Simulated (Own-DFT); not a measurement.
# What a defect does to the pressure of its cell: 4H SiC

The numbers are computed, not measured, by runs of the plane-wave DFT program Own-DFT (in-house, retired, unreviewed) at fixed positions, with no spin and no spin-orbit coupling.

All runs used: PBE; PseudoDojo norm-conserving scalar-relativistic files; cutoff 42 hartree; 4 x 4 x 3 k mesh centred on Gamma; Fermi-Dirac smearing of 0.1 eV.

Keep in mind (not all hold for every row): some atoms lie very close together; not probed for a lower state with spin; forces on such cells failed a check on a denser k mesh; forces on such cells passed a denser k mesh, each cell not checked; stress not checked against mesh or cutoff.

All runs share one cell, with vectors in Å (9.248, 0.000, 0.000); (-4.624, 8.009, 0.000); (0.000, 0.000, 10.068) and a volume of 745.7 Å³. The atoms are randomly displaced, by u rms on each axis. The defect's site can differ from row to row.

```
cell,formula,u (Å),P (GPa)
no defect,C36Si36,0.0298,3.81
no defect,C36Si36,0.0561,5.56
no defect,C36Si36,0.0628,6.53
one C vacancy,C35Si36,0.0309,3.44
one C vacancy,C35Si36,0.0493,4.72
one C vacancy,C35Si36,0.0500,4.63
one C on a Si site and one Si on a C site,C36Si36,0.0289,7.18
one C on a Si site and one Si on a C site,C36Si36,0.0290,7.55
one C on a Si site and one Si on a C site,C36Si36,0.0514,8.98
one Al on a Si site and one N on a C site,AlC35NSi35,0.0453,4.98
one Al on a Si site and one N on a C site,AlC35NSi35,0.0495,5.63
one Al on a Si site and one N on a C site,AlC35NSi35,0.0545,5.45
one C on a Si site,C37Si35,0.0500,2.49
one C on a Si site,C37Si35,0.0514,3.53
one C on a Si site,C37Si35,0.0521,?
one C on a Si site,C37Si35,0.0545,3.50
```

## Worked fit

P = P0 + c u² + a shift for each defect gives P0 = 3.02 GPa, c = 856 ± 95 GPa/Å² and a scatter of 0.29 GPa. The shifts, and each times the cell's volume:

- one C on a Si site and one Si on a C site: 3.64 ± 0.26 GPa, 17.0 eV
- one Al on a Si site and one N on a C site: 0.20 ± 0.24 GPa, 0.9 eV (not resolved)
- one C vacancy: -0.44 ± 0.25 GPa, -2.0 eV (not resolved)
- one C on a Si site: -2.16 ± 0.24 GPa, -10.1 eV

Positive is outwards. The product with the volume (160.2 GPa Å³ to the eV) is nearly free of the cell's size; divided by the bulk modulus at the cell's pressure it gives the volume that the defect adds. The atoms around the defects weren't relaxed, which would change these numbers.

## Check

Question: what pressure belongs in the blank (one C on a Si site, u = 0.0521 Å)?

The fit gives 3.18 ± 0.33 GPa. The hidden result is 2.98 GPa.
